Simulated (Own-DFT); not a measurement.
# Response to strain: wurtzite AlN, 72 atoms (Al36N36)

All numbers below are calculated, not measured. The program, named Own-DFT, is a retired in-house plane-wave density functional code that no person has reviewed. Each row is one single-point run on a periodic cell that was not relaxed, without spin or spin-orbit coupling.

Settings of every run: PBE; PseudoDojo norm-conserving scalar-relativistic files; cutoff 42 hartree; 4 x 4 x 3 k mesh centred on Gamma; Gaussian smearing of 0.01 eV.

Known limits: k mesh not checked against a denser one; stress not checked against mesh or cutoff.

Unstrained cell vectors in Å: (9.336, 0.000, 0.000); (-4.668, 8.085, 0.000); (0.000, 0.000, 9.964). The unstrained cell has measured lattice constants (interpolated for alloys), not those of this functional. That, the random moves and any unrelaxed bonds set the pressure at no strain. Each run strains this cell uniformly, with the atoms carried along. Every atom was also moved at random, by a Gaussian of width 0.05 Å on each axis. Strain is the symmetric tensor, in per cent. Stress is positive in tension, and the pressure is minus a third of its trace.

```
run,e_xx (%),e_yy (%),e_zz (%),e_yz (%),e_xz (%),e_xy (%),s_xx (GPa),s_yy (GPa),s_zz (GPa),s_yz (GPa),s_xz (GPa),s_xy (GPa),P (GPa),E (meV/atom)
1,0.76,0.74,-1.74,-1.53,0.33,0.11,-3.35,-0.98,-13.08,-3.26,1.86,-1.02,5.81,0.0
2,1.96,1.35,-1.60,1.48,-1.25,0.55,3.60,0.68,-11.28,2.84,-2.55,0.31,2.33,21.1
3,-0.78,-0.79,-0.46,-0.40,-1.63,0.07,-10.52,-14.14,-6.42,-0.37,-4.24,1.21,10.36,31.1
4,0.65,0.38,0.63,0.33,-0.87,-1.67,-1.99,-3.25,-1.79,0.80,-2.90,-6.62,2.34,7.5
5,0.46,-1.72,0.39,-1.56,-0.88,-0.35,-4.34,-16.59,-2.59,-4.02,-2.25,-0.56,7.84,22.6
6,1.53,-1.04,0.82,1.55,-0.99,0.97,0.05,-7.65,-0.91,3.76,-1.50,1.30,2.83,9.9
7,-1.05,0.93,-0.15,0.25,-1.48,-0.54,-12.29,-1.59,-7.33,-0.07,-4.20,-1.93,7.07,35.9
8,-1.39,0.59,-0.32,-1.01,-1.92,-1.10,-10.85,-6.06,-7.94,-3.02,-5.55,-4.69,8.28,21.3
9,1.75,2.00,1.51,0.29,-1.49,1.11,4.53,5.45,3.22,0.30,-3.17,2.68,-4.40,9.5
10,0.16,1.96,1.22,0.78,-0.69,-0.60,-3.17,3.29,2.25,2.63,-1.02,-2.05,-0.79,2.5
11,0.67,-1.44,0.46,1.93,-0.82,1.73,-6.44,-10.67,-3.26,5.26,-1.86,6.68,6.79,24.4
12,-1.83,1.70,-1.18,-0.58,1.18,0.30,-12.45,-2.56,-12.37,-1.40,3.10,1.03,9.13,42.5
13,-0.21,-1.51,-1.58,-1.13,1.38,-0.43,-8.45,-14.58,-17.36,-2.28,2.97,-0.97,13.46,37.3
14,-1.78,0.37,-0.16,-1.35,-0.40,0.47,-14.73,-8.35,-6.34,-3.42,-0.97,0.52,9.81,38.4
15,1.17,0.03,0.62,-0.81,0.74,-0.56,0.10,-3.02,-2.61,-1.38,1.42,-1.93,1.84,1.0
16,-1.20,1.27,1.06,1.68,-1.48,1.56,-10.50,-1.02,-0.73,4.54,-3.85,5.65,4.08,27.3
17,-0.69,-1.88,0.20,-0.76,-1.20,0.37,-11.75,-16.74,-5.94,-1.13,-1.81,3.18,11.48,32.0
18,0.94,0.31,1.57,1.30,-0.26,-0.69,?,?,?,?,?,?,?,?
```

E is the free energy for each atom above the lowest run shown.

## Worked fit

Each stress component was fitted by least squares to a constant and the strains of the runs shown, as fractions, with shears doubled. Shear strains stay in the fit of a normal stress only where such slopes are resolved. The slopes, in GPa:

| stress | at no strain | per e_xx | per e_yy | per e_zz | scatter |
|---|---|---|---|---|---|
| s_xx | -6.2 | 464 ± 23 | 100 ± 21 | 28 ± 28 | 1.10 |
| s_yy | -6.6 | 159 ± 32 | 484 ± 29 | 53 ± 39 | 1.54 |
| s_zz | -5.6 | 58 ± 26 | 41 ± 24 | 518 ± 31 | 1.26 |

Each shear stress against twice its own strain: yz 124 ± 7, xz 123 ± 9, xy 172 ± 16 GPa. These are stiffnesses along x, y and z of the frame in which the cell vectors are given, which need not be the crystal's axes. The atoms are held to the strained lattice; where symmetry lets them move under strain, relaxing them would lower some slopes. The table should be nearly symmetric about its diagonal, and what it lacks of that shows the noise. A ninth of its sum, 212 ± 5 GPa, estimates the bulk modulus near the mean pressure of these runs, 5.8 GPa, so it lies above the value at zero pressure.

## Withheld run

Question: what normal stresses and pressure should run 18 give?

The fit gives s_xx = -1.2, s_yy = -2.8, s_zz = 3.2 and P = 0.2 GPa. The calculation gave -0.52, -2.51, 3.03 and P = 0.00 GPa.
